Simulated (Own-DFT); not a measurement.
# Response to strain: bcc W, 16 atoms (W16)

Calculated results; nothing here was measured. The program, named Own-DFT, is a retired in-house plane-wave density functional code that no person has reviewed. Each row is one single-point run on a periodic cell that was not relaxed, without spin or spin-orbit coupling.

Settings of every run: PBE; PseudoDojo norm-conserving scalar-relativistic files; cutoff 50 hartree; 5 x 5 x 5 k mesh centred on Gamma; cold (Marzari-Vanderbilt) smearing of 0.2 eV.

Known limits: forces on such cells failed a check on a denser k mesh; stress not checked against mesh or cutoff.

Unstrained cell vectors in Å: (6.330, 0.000, 0.000); (0.000, 6.330, 0.000); (0.000, 0.000, 6.330). The unstrained cell has measured lattice constants (interpolated for alloys), not those of this functional. That, the random moves and any unrelaxed bonds set the pressure at no strain. Each run strains this cell uniformly, with the atoms carried along. Every atom was also moved at random, by a Gaussian of width 0.05 Å on each axis. Strain is the symmetric tensor, in per cent. Stress is positive in tension, and the pressure is minus a third of its trace.

```
run  e_xx (%)  e_yy (%)  e_zz (%)  e_yz (%)  e_xz (%)  e_xy (%)  s_xx (GPa)  s_yy (GPa)  s_zz (GPa)  s_yz (GPa)  s_xz (GPa)  s_xy (GPa)  P (GPa)  E (meV/atom)
  1     -1.66      1.16     -1.95      1.77     -0.43     -1.39      -19.40      -10.24      -22.01        6.21       -1.04       -4.28    17.22         101.2
  2      1.56     -0.98     -1.54      0.66     -0.90      0.47       -5.26      -13.40      -15.24        2.35       -2.86        1.72    11.30          53.3
  3      1.58      1.77     -1.10     -0.36     -0.33      1.48        2.50        2.29       -6.54       -1.19       -0.90        4.03     0.58          24.6
  4      0.85      1.61     -1.99     -1.50      0.97      0.60       -4.58       -2.36      -13.08       -4.74        3.04        1.82     6.67          46.6
  5      0.10     -0.26     -0.69      0.76      1.46     -0.45       -9.64      -10.51      -12.03        2.81        4.43       -1.65    10.73          40.3
  6     -0.50      0.71     -1.37     -1.95      0.66      1.16      -12.44       -8.23      -15.62       -6.48        2.66        4.56    12.10          58.0
  7      1.39     -1.87      1.83     -0.56     -0.47      0.73       -1.20      -11.33       -0.26       -1.44       -1.36        1.81     4.26          44.7
  8     -1.54      0.50     -1.62     -1.00     -1.43      0.38      -19.58      -12.44      -19.49       -3.19       -4.76        0.79    17.17          63.2
  9      1.50      0.97     -1.29     -1.24      0.85     -0.01       -0.26       -1.68       -9.02       -3.78        2.52        0.47     3.65          20.7
 10      1.97     -0.07     -0.60     -0.64     -0.77     -0.20        2.08       -4.58       -6.25       -1.86       -2.40       -0.68     2.92           0.0
 11      1.40     -0.25     -0.93     -0.94      1.32      1.21       -3.71       -8.91      -11.21       -3.39        4.40        4.26     7.94          57.2
 12     -1.09      1.45      1.43     -0.88     -1.48      0.51       -7.93       -0.47       -0.46       -2.17       -4.15        0.93     2.95          49.9
 13      0.90     -0.10      0.98      1.25     -1.78      1.96       -1.32       -4.77       -1.19        4.39       -5.77        6.22     2.43          32.8
 14     -0.19      1.56     -1.53      0.87      1.34      1.15       -9.08       -4.28      -13.21        2.34        3.93        3.59     8.86          46.4
 15      1.34      0.98     -0.90     -1.25      0.51      1.75           ?           ?           ?           ?           ?           ?        ?             ?
```

E is the free energy for each atom above the lowest run shown.

## Worked fit

Each stress component was fitted by least squares to a constant and the strains of the runs shown, as fractions, with shears doubled. Shear strains stay in the fit of a normal stress only where such slopes are resolved. The slopes, in GPa:

| stress | at no strain | per e_xx | per e_yy | per e_zz | scatter |
|---|---|---|---|---|---|
| s_xx | -8.4 | 570 ± 9 | 241 ± 12 | 222 ± 9 | 0.38 |
| s_yy | -8.3 | 235 ± 12 | 525 ± 15 | 205 ± 12 | 0.50 |
| s_zz | -8.7 | 267 ± 16 | 242 ± 20 | 532 ± 16 | 0.65 |

Each shear stress against twice its own strain: yz 162 ± 2, xz 157 ± 5, xy 163 ± 9 GPa. These are stiffnesses along x, y and z of the frame in which the cell vectors are given, which need not be the crystal's axes. The atoms are held to the strained lattice; where symmetry lets them move under strain, relaxing them would lower some slopes. The table should be nearly symmetric about its diagonal, and what it lacks of that shows the noise. A ninth of its sum, 338 ± 9 GPa, estimates the bulk modulus near the mean pressure of these runs, 7.8 GPa, so it lies above the value at zero pressure.

## Withheld run

Question: what normal stresses and pressure should run 15 give?

The fit gives s_xx = -0.4, s_yy = -1.9, s_zz = -7.6 and P = 3.3 GPa. The calculation gave -1.17, -2.23, -7.25 and P = 3.55 GPa.
